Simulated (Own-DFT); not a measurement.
## Calculated data, Hf36O71 (tetragonal hafnia with one neutral oxygen vacancy, atoms displaced)

All values are calculated (Own-DFT development build). A calculation, not a measurement: plane-wave PBE and HSE06 DFT by an unreviewed code, no spin, of a simulated cell at Gamma alone, so results move with cell size and shape, stress positive in tension, energies less offsets, not probed for a lower state with spin; hafnium file: forces about 75 meV/angstrom off all-electron values; oxygen file: force components 24 meV/angstrom off all-electron in a glass; k mesh not checked against a denser one; forces and stress are PBE's, HSE06 gives the energy alone, and its difference from PBE has offsets of its own; offsets are fitted by least squares, one for each functional and potential file, so energies compare only between cells with the same atoms and settings and are not formation energies; the far tail of each file's local potential was reset to the Coulomb form; each entry is a single point on an unrelaxed cell, so the pressure reflects the starting lattice, taken from the Materials Project, from which strain is counted, and rises with the displacements; printed positions are rounded, which can move forces by about a meV/angstrom; the program is a retired in-house code; no spin-orbit coupling.

Common to all runs: first functional PBE; second functional HSE06; exact exchange share 0.25; screening 0.11 1/bohr; exchange divergence Gygi-Baldereschi; potential files PseudoDojo norm-conserving, scalar-relativistic, made for PBE, standard set; wave cutoff 48 hartree; occupations fixed; k mesh 1 x 1 x 1 centred on Gamma.

(1) 
```cif
# cell vector a (Å): 10.7800 0.0000 0.0000
# cell vector b (Å): 0.0000 10.7800 0.0000
# cell vector c (Å): 0.0000 0.0000 10.4493
data_Hf36O71
_symmetry_space_group_name_H-M 'P 1'
_symmetry_Int_Tables_number 1
_cell_length_a 10.7800
_cell_length_b 10.7800
_cell_length_c 10.4493
_cell_angle_alpha 90.000
_cell_angle_beta 90.000
_cell_angle_gamma 90.000
_cell_volume 1214.30
loop_
_atom_site_label
_atom_site_type_symbol
_atom_site_fract_x
_atom_site_fract_y
_atom_site_fract_z
_atom_site_occupancy
Hf1 Hf 0.99611 0.00071 0.00120 1
Hf2 Hf 0.16166 0.17133 0.25737 1
O1 O 0.99458 0.16194 0.14669 1
O2 O 0.16173 0.99675 0.34396 1
O3 O 0.00244 0.16574 0.40783 1
O4 O 0.17318 0.99657 0.10189 1
Hf3 Hf 0.00196 0.00344 0.49622 1
Hf4 Hf 0.17080 0.17058 0.73721 1
O5 O 0.00238 0.16557 0.65050 1
O6 O 0.16673 0.00361 0.84067 1
O7 O 0.00319 0.16929 0.89879 1
O8 O 0.16577 0.99954 0.59792 1
Hf5 Hf 0.00050 0.33396 0.00259 1
Hf6 Hf 0.17124 0.49741 0.25120 1
O9 O 0.99423 0.49958 0.15790 1
O10 O 0.16774 0.32215 0.35215 1
O11 O 0.99629 0.50121 0.39894 1
O12 O 0.16451 0.33409 0.10248 1
Hf7 Hf 0.00708 0.33873 0.50667 1
Hf8 Hf 0.16071 0.50295 0.74342 1
O13 O 0.99604 0.50493 0.65030 1
O14 O 0.17037 0.33292 0.85276 1
O15 O 0.99812 0.49027 0.91098 1
O16 O 0.16442 0.33613 0.59303 1
Hf9 Hf 0.00460 0.66432 0.99669 1
Hf10 Hf 0.17308 0.83203 0.24345 1
O17 O 0.00477 0.82258 0.15651 1
O18 O 0.00003 0.82804 0.40987 1
O19 O 0.16737 0.66226 0.09527 1
Hf11 Hf 0.00635 0.66489 0.49678 1
Hf12 Hf 0.17160 0.83252 0.75251 1
O20 O 0.99367 0.84240 0.65010 1
O21 O 0.16507 0.66398 0.85505 1
O22 O 0.00064 0.83695 0.90581 1
O23 O 0.16025 0.66976 0.60075 1
Hf13 Hf 0.33912 0.00011 0.99459 1
Hf14 Hf 0.50117 0.17218 0.25395 1
O24 O 0.33147 0.16895 0.14741 1
O25 O 0.50312 0.99780 0.35054 1
O26 O 0.33980 0.17465 0.40264 1
O27 O 0.50102 0.99545 0.09013 1
Hf15 Hf 0.33134 0.99796 0.50224 1
Hf16 Hf 0.50099 0.16102 0.75031 1
O28 O 0.33374 0.16528 0.65840 1
O29 O 0.49687 0.00345 0.85372 1
O30 O 0.33399 0.17766 0.90429 1
O31 O 0.50888 0.99555 0.59497 1
Hf17 Hf 0.34046 0.33978 0.99620 1
Hf18 Hf 0.50781 0.49391 0.25080 1
O32 O 0.32260 0.50705 0.15545 1
O33 O 0.49909 0.33595 0.35665 1
O34 O 0.33339 0.49750 0.39679 1
O35 O 0.50289 0.33019 0.09695 1
Hf19 Hf 0.32756 0.33041 0.49913 1
Hf20 Hf 0.49952 0.50291 0.76084 1
O36 O 0.33487 0.50467 0.65672 1
O37 O 0.50261 0.32356 0.84765 1
O38 O 0.33157 0.50296 0.89822 1
O39 O 0.49450 0.32910 0.59864 1
Hf21 Hf 0.33439 0.66322 0.99953 1
Hf22 Hf 0.49917 0.84083 0.25017 1
O40 O 0.32683 0.83744 0.14895 1
O41 O 0.50008 0.67152 0.33783 1
O42 O 0.33347 0.82998 0.40950 1
O43 O 0.50138 0.66412 0.09397 1
Hf23 Hf 0.33922 0.66445 0.50023 1
Hf24 Hf 0.50247 0.82756 0.75369 1
O44 O 0.33779 0.84032 0.65617 1
O45 O 0.48587 0.66056 0.85461 1
O46 O 0.33340 0.83222 0.90164 1
O47 O 0.50470 0.66768 0.58480 1
Hf25 Hf 0.66609 0.00090 0.99726 1
Hf26 Hf 0.83223 0.16107 0.25065 1
O48 O 0.66089 0.16897 0.15970 1
O49 O 0.82926 0.99278 0.35048 1
O50 O 0.67357 0.17204 0.40284 1
O51 O 0.83049 0.00606 0.09256 1
Hf27 Hf 0.66140 0.00636 0.48982 1
Hf28 Hf 0.83380 0.16757 0.74486 1
O52 O 0.66814 0.16903 0.65450 1
O53 O 0.83519 0.99999 0.84917 1
O54 O 0.65855 0.17276 0.90848 1
O55 O 0.82955 0.00595 0.59388 1
Hf29 Hf 0.65656 0.33675 0.99005 1
Hf30 Hf 0.82801 0.50006 0.25194 1
O56 O 0.66876 0.50135 0.15528 1
O57 O 0.83011 0.33186 0.35241 1
O58 O 0.66552 0.50423 0.40548 1
O59 O 0.83647 0.33442 0.09559 1
Hf31 Hf 0.68018 0.32776 0.49953 1
Hf32 Hf 0.83393 0.50442 0.74410 1
O60 O 0.66032 0.49942 0.65977 1
O61 O 0.83399 0.32693 0.84339 1
O62 O 0.67191 0.50415 0.89567 1
O63 O 0.83709 0.34139 0.59218 1
Hf33 Hf 0.66734 0.65566 0.99446 1
Hf34 Hf 0.83831 0.83816 0.25315 1
O64 O 0.66576 0.84032 0.15613 1
O65 O 0.83418 0.66918 0.35306 1
O66 O 0.66466 0.84068 0.40121 1
O67 O 0.83640 0.66553 0.10536 1
Hf35 Hf 0.66295 0.66954 0.50788 1
Hf36 Hf 0.83024 0.82721 0.75070 1
O68 O 0.66777 0.83766 0.65082 1
O69 O 0.82897 0.66446 0.84733 1
O70 O 0.67312 0.83673 0.89796 1
O71 O 0.82681 0.66488 0.60033 1
_calc_PBE_energy_of_cell_above_offsets '-95.697'  # eV
_calc_HSE06_less_PBE_above_offsets '0.158'  # eV
_calc_PBE_pressure 2.75  # GPa
_calc_PBE_stress_xx -2.91  # GPa
_calc_PBE_stress_yy -1.96  # GPa
_calc_PBE_stress_zz -3.37  # GPa
_calc_PBE_stress_yz -0.99  # GPa
_calc_PBE_stress_xz 0.6  # GPa
_calc_PBE_stress_xy -0.1  # GPa
```

Force:
| element | x (eV/Å) | y (eV/Å) | z (eV/Å) |
| --- | --- | --- | --- |
| Hf | 1.501 | 1.427 | -0.722 |
| Hf | 0.406 | -2.328 | -3.231 |
| O | 0.71 | -0.087 | 1.503 |
| O | 0.542 | 0.536 | 0.874 |
| O | -0.315 | 1.141 | -1.056 |
| O | -1.152 | 0.055 | -1.199 |
| Hf | -1.037 | -1.934 | 1.531 |
| Hf | -1.77 | -0.631 | 3.816 |
| O | -0.264 | 0.61 | -0.551 |
| O | 0.627 | -0.344 | -0.005 |
| O | -0.212 | -0.661 | 0.386 |
| O | 0.798 | 0.153 | -0.616 |
| Hf | 0.129 | -1.908 | 0.461 |
| Hf | -2.249 | 0.399 | 0.161 |
| O | 1.21 | 0.073 | 0.04 |
| O | -0.232 | 2.915 | 0.978 |
| O | 1.017 | -0.755 | 0.942 |
| O | 0.647 | 0.07 | 0.103 |
| Hf | -2.497 | -0.518 | -2.516 |
| Hf | 1.294 | -0.521 | 2.009 |
| O | 0.972 | -0.426 | -0.134 |
| O | -0.035 | 0.987 | -1.828 |
| O | -0.058 | 2.559 | -1.998 |
| O | 1.111 | 0.297 | 1.94 |
| Hf | -0.748 | 0.161 | 1.665 |
| Hf | -1.53 | -0.154 | 0.858 |
| O | -0.524 | 0.872 | -0.208 |
| O | 0.383 | 0.974 | -0.899 |
| O | -0.17 | 0.172 | 0.538 |
| Hf | -2.106 | 0.711 | -0.65 |
| Hf | -1.682 | 1.05 | 0.097 |
| O | 0.922 | -0.632 | 1.127 |
| O | -0.316 | 0 | -1.168 |
| O | 0.078 | -1.231 | -0.241 |
| O | 2.061 | -0.123 | 0.126 |
| Hf | -1.832 | 1.348 | 0.793 |
| Hf | -1.683 | -0.177 | -0.461 |
| O | 0.877 | 0.054 | 1.436 |
| O | -0.698 | 1.858 | -0.347 |
| O | -0.339 | -2.443 | 0.115 |
| O | -0.259 | 0.07 | 1.065 |
| Hf | 0.494 | 0.062 | -0.039 |
| Hf | 0.272 | 0.867 | -0.638 |
| O | 0.634 | -0.438 | -1.634 |
| O | 0.132 | -1.473 | -1.113 |
| O | 0.352 | -1.57 | -0.36 |
| O | -2.216 | 0.613 | 0.79 |
| Hf | -2.775 | -1.609 | 0.619 |
| Hf | -1.251 | 1.712 | 0.896 |
| O | 3.281 | -0.567 | -1.11 |
| O | 0.437 | -0.339 | -1.361 |
| O | -0.656 | 0.315 | 0.923 |
| O | -0.506 | 1.164 | 0.803 |
| Hf | 3.01 | 1.212 | 0.188 |
| Hf | -0.62 | -2.668 | -2.239 |
| O | -0.53 | 0.423 | -0.419 |
| O | 0.048 | 2.969 | 0.556 |
| O | 0.569 | -0.76 | 0.417 |
| O | 0.316 | -0.027 | -0.223 |
| Hf | -0.467 | 0.558 | 1.039 |
| Hf | 0.957 | -1.284 | -0.859 |
| O | 2.431 | -0.578 | -0.093 |
| O | -0.322 | -0.984 | 0.488 |
| O | -0.386 | 0.694 | -0.409 |
| O | 0.164 | -0.253 | -0.43 |
| Hf | -1.494 | -0.717 | -1.078 |
| Hf | 0.448 | 1.662 | -0.182 |
| O | 0.024 | -0.459 | -0.195 |
| O | 1.474 | 1.641 | -0.966 |
| O | -0.028 | -0.296 | -0.308 |
| O | -2.136 | 0.285 | 2.928 |
| Hf | 0.367 | -0.298 | 0.304 |
| Hf | -0.026 | 1.135 | -0.695 |
| O | 0.955 | -0.308 | -0.246 |
| O | 0.79 | 2.201 | -0.381 |
| O | -0.54 | -0.962 | -0.798 |
| O | 0.095 | -0.309 | 1.112 |
| Hf | 1.814 | -1.5 | 1.454 |
| Hf | 1.181 | -1.519 | 0.928 |
| O | -0.388 | 0.523 | -0.308 |
| O | -0.377 | 0.47 | -0.475 |
| O | 0.346 | -1.439 | -0.472 |
| O | 0.185 | 0.411 | -0.433 |
| Hf | 2.925 | -0.949 | 1.095 |
| Hf | 1.927 | 0.814 | 0.446 |
| O | -0.978 | -0.179 | -1.412 |
| O | 0.031 | -0.28 | -0.673 |
| O | -0.226 | -0.757 | -0.083 |
| O | -1.839 | -0.18 | 0.054 |
| Hf | -2.544 | 1.918 | 0.358 |
| Hf | -1.103 | -1.113 | 0.653 |
| O | 0.477 | 0.109 | -0.302 |
| O | -0.616 | 1.537 | -0.493 |
| O | -0.957 | -1.432 | 0.061 |
| O | 0.648 | -0.125 | 1.23 |
| Hf | 1.298 | 3.103 | 2.733 |
| Hf | -0.786 | -3.081 | -0.503 |
| O | 0.316 | 0.045 | -0.26 |
| O | -0.277 | 0.068 | -0.485 |
| O | -0.271 | -1.324 | 0.372 |
| O | -1.151 | -0.035 | -1.697 |
| Hf | 3.042 | 0.7 | -3.169 |
| Hf | 0.798 | 1.844 | -0.677 |
| O | -0.762 | -0.911 | 0.617 |
| O | 0.568 | -0.199 | 0.477 |
| O | -1.128 | -1.439 | 0.266 |
| O | 0.964 | -0.308 | 0.67 |

(2) 
```cif
# cell vector a (Å): 10.7800 0.0000 0.0000
# cell vector b (Å): 0.0000 10.7800 0.0000
# cell vector c (Å): 0.0000 0.0000 10.4493
data_Hf36O71
_symmetry_space_group_name_H-M 'P 1'
_symmetry_Int_Tables_number 1
_cell_length_a 10.7800
_cell_length_b 10.7800
_cell_length_c 10.4493
_cell_angle_alpha 90.000
_cell_angle_beta 90.000
_cell_angle_gamma 90.000
_cell_volume 1214.30
loop_
_atom_site_label
_atom_site_type_symbol
_atom_site_fract_x
_atom_site_fract_y
_atom_site_fract_z
_atom_site_occupancy
Hf1 Hf 0.99212 0.97753 0.99306 1
Hf2 Hf 0.15316 0.16159 0.24279 1
O1 O 0.99981 0.16858 0.15921 1
O2 O 0.00015 0.17769 0.40397 1
O3 O 0.17544 0.99488 0.10658 1
Hf3 Hf 0.01156 0.01096 0.50473 1
Hf4 Hf 0.16102 0.16926 0.75656 1
O4 O 0.98392 0.17176 0.64780 1
O5 O 0.16407 0.00077 0.84862 1
O6 O 0.00900 0.17941 0.90289 1
O7 O 0.17611 0.98872 0.60971 1
Hf5 Hf 0.99654 0.33301 0.99313 1
Hf6 Hf 0.16363 0.50841 0.24009 1
O8 O 0.00341 0.50198 0.16315 1
O9 O 0.17095 0.33077 0.36530 1
O10 O 0.98368 0.49944 0.40236 1
O11 O 0.16312 0.33962 0.09969 1
Hf7 Hf 0.00380 0.33303 0.49742 1
Hf8 Hf 0.16660 0.48532 0.75188 1
O12 O 0.99763 0.50579 0.63953 1
O13 O 0.15893 0.33541 0.84362 1
O14 O 0.99461 0.48933 0.89506 1
O15 O 0.15905 0.31977 0.58983 1
Hf9 Hf 0.99517 0.66969 0.00197 1
Hf10 Hf 0.18760 0.84471 0.23669 1
O16 O 0.99631 0.82279 0.15186 1
O17 O 0.15913 0.65904 0.35116 1
O18 O 0.00337 0.84047 0.39589 1
O19 O 0.18655 0.66353 0.10906 1
Hf11 Hf 0.99688 0.67142 0.50818 1
Hf12 Hf 0.17512 0.82468 0.73520 1
O20 O 0.00250 0.82928 0.66057 1
O21 O 0.15853 0.66681 0.84686 1
O22 O 0.99408 0.82892 0.89981 1
O23 O 0.17894 0.66199 0.59581 1
Hf13 Hf 0.33535 0.01153 0.00627 1
Hf14 Hf 0.49732 0.16764 0.26006 1
O24 O 0.33229 0.17201 0.16094 1
O25 O 0.49884 0.00370 0.35696 1
O26 O 0.33712 0.16023 0.39717 1
O27 O 0.49686 0.00489 0.09389 1
Hf15 Hf 0.32349 0.01091 0.49340 1
Hf16 Hf 0.48673 0.16376 0.74349 1
O28 O 0.35092 0.17663 0.64660 1
O29 O 0.50261 0.99574 0.85227 1
O30 O 0.33517 0.18553 0.89225 1
O31 O 0.49897 0.98718 0.59558 1
Hf17 Hf 0.33293 0.33032 0.98938 1
Hf18 Hf 0.50404 0.50077 0.25872 1
O32 O 0.32071 0.50341 0.15720 1
O33 O 0.50417 0.34401 0.34052 1
O34 O 0.33187 0.50111 0.41610 1
O35 O 0.51304 0.33459 0.09206 1
Hf19 Hf 0.33294 0.33748 0.49650 1
Hf20 Hf 0.49520 0.50628 0.75325 1
O36 O 0.33583 0.49837 0.65399 1
O37 O 0.51259 0.33023 0.84922 1
O38 O 0.33887 0.50926 0.91946 1
O39 O 0.48865 0.34144 0.60542 1
Hf21 Hf 0.33182 0.66685 0.00028 1
Hf22 Hf 0.50553 0.82120 0.25285 1
O40 O 0.33928 0.83251 0.14706 1
O41 O 0.50828 0.65612 0.34144 1
O42 O 0.33776 0.83592 0.40819 1
O43 O 0.49699 0.66168 0.11016 1
Hf23 Hf 0.32565 0.66314 0.51492 1
Hf24 Hf 0.49611 0.83853 0.74647 1
O44 O 0.32512 0.82856 0.65134 1
O45 O 0.49955 0.67032 0.85993 1
O46 O 0.33726 0.82089 0.90769 1
O47 O 0.48884 0.66386 0.59145 1
Hf25 Hf 0.67686 0.99801 0.00099 1
Hf26 Hf 0.83201 0.15295 0.24924 1
O48 O 0.68598 0.15483 0.15468 1
O49 O 0.83808 0.00941 0.34789 1
O50 O 0.66295 0.16952 0.40550 1
O51 O 0.83316 0.00511 0.08733 1
Hf27 Hf 0.66578 0.99253 0.50958 1
Hf28 Hf 0.83194 0.17006 0.75433 1
O52 O 0.67013 0.16637 0.65955 1
O53 O 0.82515 0.99673 0.85134 1
O54 O 0.67391 0.17589 0.90412 1
O55 O 0.82875 0.00051 0.59766 1
Hf29 Hf 0.67205 0.33456 0.99347 1
Hf30 Hf 0.84875 0.49876 0.26169 1
O56 O 0.64953 0.49861 0.15163 1
O57 O 0.83251 0.33409 0.35186 1
O58 O 0.66556 0.50403 0.42082 1
O59 O 0.83075 0.33339 0.11421 1
Hf31 Hf 0.65051 0.33109 0.49376 1
Hf32 Hf 0.82912 0.51050 0.74304 1
O60 O 0.68022 0.49348 0.64976 1
O61 O 0.82872 0.33333 0.84276 1
O62 O 0.66575 0.49597 0.90730 1
O63 O 0.84009 0.33130 0.59357 1
Hf33 Hf 0.66322 0.66960 0.99608 1
Hf34 Hf 0.83279 0.83301 0.24791 1
O64 O 0.65720 0.83433 0.15103 1
O65 O 0.83474 0.66997 0.35259 1
O66 O 0.65856 0.83397 0.39565 1
O67 O 0.84066 0.67963 0.09187 1
Hf35 Hf 0.66950 0.66463 0.50234 1
Hf36 Hf 0.82332 0.82657 0.76076 1
O68 O 0.66304 0.83232 0.65096 1
O69 O 0.82748 0.67484 0.84520 1
O70 O 0.67836 0.84041 0.90347 1
O71 O 0.83834 0.68013 0.60572 1
_calc_PBE_energy_of_cell_above_offsets '-85.067'  # eV
_calc_HSE06_less_PBE_above_offsets '0.578'  # eV
_calc_PBE_pressure 6.96  # GPa
_calc_PBE_stress_xx -7.54  # GPa
_calc_PBE_stress_yy -7.06  # GPa
_calc_PBE_stress_zz -6.29  # GPa
_calc_PBE_stress_yz 0.28  # GPa
_calc_PBE_stress_xz 0.51  # GPa
_calc_PBE_stress_xy 0.13  # GPa
```

Force:
| element | x (eV/Å) | y (eV/Å) | z (eV/Å) |
| --- | --- | --- | --- |
| Hf | 1.379 | 3.185 | 0.632 |
| Hf | 2.21 | 2.046 | 2.641 |
| O | -0.91 | -0.715 | -1.806 |
| O | 0.986 | -3.545 | -0.748 |
| O | -1.783 | 0.224 | -0.249 |
| Hf | -2.352 | -1.05 | -0.546 |
| Hf | -1.16 | -1.112 | -1.27 |
| O | 3.881 | -1.612 | 0.662 |
| O | 0.204 | 0.01 | 0.411 |
| O | -0.029 | -3.488 | -1.031 |
| O | -1.473 | 2.139 | -1.053 |
| Hf | -1.4 | 0.923 | 3.29 |
| Hf | 1.986 | -1.299 | 3.43 |
| O | -1.773 | 0.906 | -3.115 |
| O | -0.001 | 0.227 | -2.636 |
| O | 0.543 | 0.939 | 0.471 |
| O | 0.002 | -1.003 | -1.532 |
| Hf | -2.981 | 1.686 | -0.548 |
| Hf | -1.565 | 4.445 | -1.806 |
| O | 1.327 | 0.346 | 1.605 |
| O | 1.325 | -1.194 | 1.193 |
| O | 0.185 | 2.447 | 0.374 |
| O | 2.987 | 0.221 | 3.541 |
| Hf | 2.692 | -1.616 | -0.288 |
| Hf | -2.557 | -2.119 | 3.401 |
| O | 1.738 | 1.345 | -1.151 |
| O | 0.183 | 1.729 | 0.252 |
| O | -0.089 | 0.711 | 1.367 |
| O | -4.465 | 1.475 | -0.678 |
| Hf | 1.62 | 0.013 | -2.183 |
| Hf | -2.993 | 0.127 | 3.682 |
| O | -0.072 | 0.016 | -0.885 |
| O | 0.042 | -1.368 | -0.034 |
| O | -0.226 | -0.892 | -0.116 |
| O | -5.824 | 0.356 | 2.994 |
| Hf | 1.438 | -1.399 | -0.767 |
| Hf | 1.416 | -0.958 | -1.414 |
| O | -0.534 | -0.272 | -1.855 |
| O | 0.191 | -0.438 | -1.353 |
| O | 0.144 | 2.418 | -0.056 |
| O | 0.379 | 0.545 | 0.34 |
| Hf | 2.498 | -2.575 | -0.281 |
| Hf | 6.837 | 0.492 | 3.256 |
| O | -6.355 | -1.013 | -2.353 |
| O | -0.959 | 0.743 | -0.8 |
| O | -0.739 | -4.422 | -1.153 |
| O | -1.103 | 0.397 | 1.289 |
| Hf | 1.827 | 3.803 | 5.258 |
| Hf | -1.765 | 0.826 | -4.206 |
| O | 3.59 | -1.19 | 0.078 |
| O | -0.33 | -3.75 | 2.77 |
| O | 0.494 | 0.132 | -0.578 |
| O | -2.931 | -1.378 | 0.094 |
| Hf | -1.773 | -0.322 | -0.692 |
| Hf | 1.687 | -1.473 | 0.524 |
| O | -1.633 | -0.402 | 1.521 |
| O | -1.627 | 1.102 | -1.286 |
| O | -0.128 | -3.709 | -3.509 |
| O | 2.158 | 0.083 | -0.889 |
| Hf | 1.746 | 0.555 | 2.137 |
| Hf | -1.276 | 0.693 | 0.988 |
| O | 1.339 | 0.811 | 0.065 |
| O | 0.164 | 3.096 | 2.426 |
| O | -0.963 | -0.113 | -1.028 |
| O | 0.247 | 1.172 | -1.65 |
| Hf | 2.558 | 0.514 | -5.681 |
| Hf | -0.738 | -0.088 | 0.454 |
| O | 4.16 | -0.076 | -0.656 |
| O | 1.493 | -0.045 | -1.685 |
| O | -0.5 | 3.762 | -1.585 |
| O | 3.475 | -0.109 | 2.1 |
| Hf | -3.343 | 3.064 | -0.573 |
| Hf | 1.103 | 5.374 | 0.648 |
| O | -4.58 | -0.344 | -0.755 |
| O | -0.262 | -4.201 | 0.991 |
| O | -0.612 | -0.928 | -0.054 |
| O | 2.568 | -1.446 | 1.903 |
| Hf | 0.013 | 1.369 | -1.295 |
| Hf | -1.929 | 0.347 | -0.769 |
| O | -2.084 | -0.04 | -0.793 |
| O | 1.696 | 0.769 | 0.158 |
| O | 0.169 | -3.135 | 0.297 |
| O | 1.329 | -0.628 | -0.102 |
| Hf | 0.171 | -0.211 | 2.249 |
| Hf | -2.456 | -2.236 | -0.104 |
| O | 3.732 | 1.174 | 0.272 |
| O | -0.644 | -0.427 | -0.545 |
| O | -0.024 | -0.681 | -1.687 |
| O | 1.269 | 0.944 | -2.323 |
| Hf | 3.142 | -0.041 | 1.97 |
| Hf | 2.274 | -2.75 | 0.618 |
| O | -3.42 | 1.202 | 0.332 |
| O | 0.594 | 1.292 | 0.52 |
| O | 0.45 | 3.046 | -1.421 |
| O | -1.74 | 0.328 | 0.388 |
| Hf | -1.401 | -1.554 | 1.758 |
| Hf | 0.149 | -0.152 | 1.63 |
| O | 2.435 | 0.219 | -0.859 |
| O | -0.529 | 0.917 | -0.068 |
| O | 0.816 | -0.445 | 0.685 |
| O | -2.719 | -0.558 | 0.503 |
| Hf | -0.681 | 1.057 | -0.25 |
| Hf | 1.067 | 3.539 | -3.395 |
| O | -0.188 | -0.587 | 0.356 |
| O | 0.126 | -3.541 | 2.114 |
| O | -0.838 | -2.026 | -0.311 |
| O | -1.775 | -0.62 | -0.176 |
